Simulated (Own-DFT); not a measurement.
# Which defects push the lattice out? 2H SiC

Everything here is calculated. The program is Own-DFT (plane waves, in-house, since retired, never reviewed by a person); positions were held fixed, and spin and spin-orbit coupling were off.

Settings: PBE; PseudoDojo norm-conserving scalar-relativistic files; cutoff 42 hartree; 4 x 4 x 3 k mesh centred on Gamma; Fermi-Dirac smearing of 0.1 eV.

Caveats (not all hold for every row): some atoms lie very close together; not probed for a lower state with spin; forces on such cells passed a denser k mesh, each cell not checked; stress not checked against mesh or cutoff.

All runs share one cell, with vectors in Å (9.248, 0.000, 0.000); (-4.624, 8.009, 0.000); (0.000, 0.000, 10.068) and a volume of 745.7 Å³. Atoms were moved at random from their sites; u is the rms move along one axis. The defect's site can differ from row to row.

```
                                     cell     formula   u (Å)  P (GPa)
                                no defect     C36Si36  0.0296     3.86
                                no defect     C36Si36  0.0311     3.98
                                no defect     C36Si36  0.0608     6.34
                       one C on a Si site     C37Si35  0.0292     1.74
                       one C on a Si site     C37Si35  0.0494     3.32
                       one C on a Si site     C37Si35  0.0497     3.30
                       one Si on a C site     C35Si37  0.0292    10.31
                       one Si on a C site     C35Si37  0.0300    10.38
                       one Si on a C site     C35Si37  0.0442    11.21
                       one Si on a C site     C35Si37  0.0505        ?
one Al on a Si site and one N on a C site  AlC35NSi35  0.0300     4.19
one Al on a Si site and one N on a C site  AlC35NSi35  0.0308     4.26
one Al on a Si site and one N on a C site  AlC35NSi35  0.0480     5.27
                 two Al on a Si site each  Al2C36Si34  0.0309     6.00
                 two Al on a Si site each  Al2C36Si34  0.0500     7.31
                 two Al on a Si site each  Al2C36Si34  0.0521     7.35
```

## Fit

P = P0 + c u² + a shift for each defect gives P0 = 3.14 GPa, c = 858 ± 25 GPa/Å² and a scatter of 0.08 GPa. The shifts, and each times the cell's volume:

- one Si on a C site: 6.43 ± 0.07 GPa, 29.9 eV
- two Al on a Si site each: 1.98 ± 0.07 GPa, 9.2 eV (4.6 eV for each of its 2 sites)
- one Al on a Si site and one N on a C site: 0.25 ± 0.07 GPa, 1.1 eV
- one C on a Si site: -2.00 ± 0.07 GPa, -9.3 eV

A positive shift means that the defect pushes the cell outwards. Shift times volume (160.2 GPa Å³ is 1 eV) depends little on the cell's size, so, taken for each site, it can be compared between cells at like pressure. The atoms around the defects weren't relaxed, which would change these numbers.

## Prediction

Question: what pressure belongs in the blank (one Si on a C site, u = 0.0505 Å)?

The fitted form gives 11.76 ± 0.10 GPa. The run itself gave 12.01 GPa.
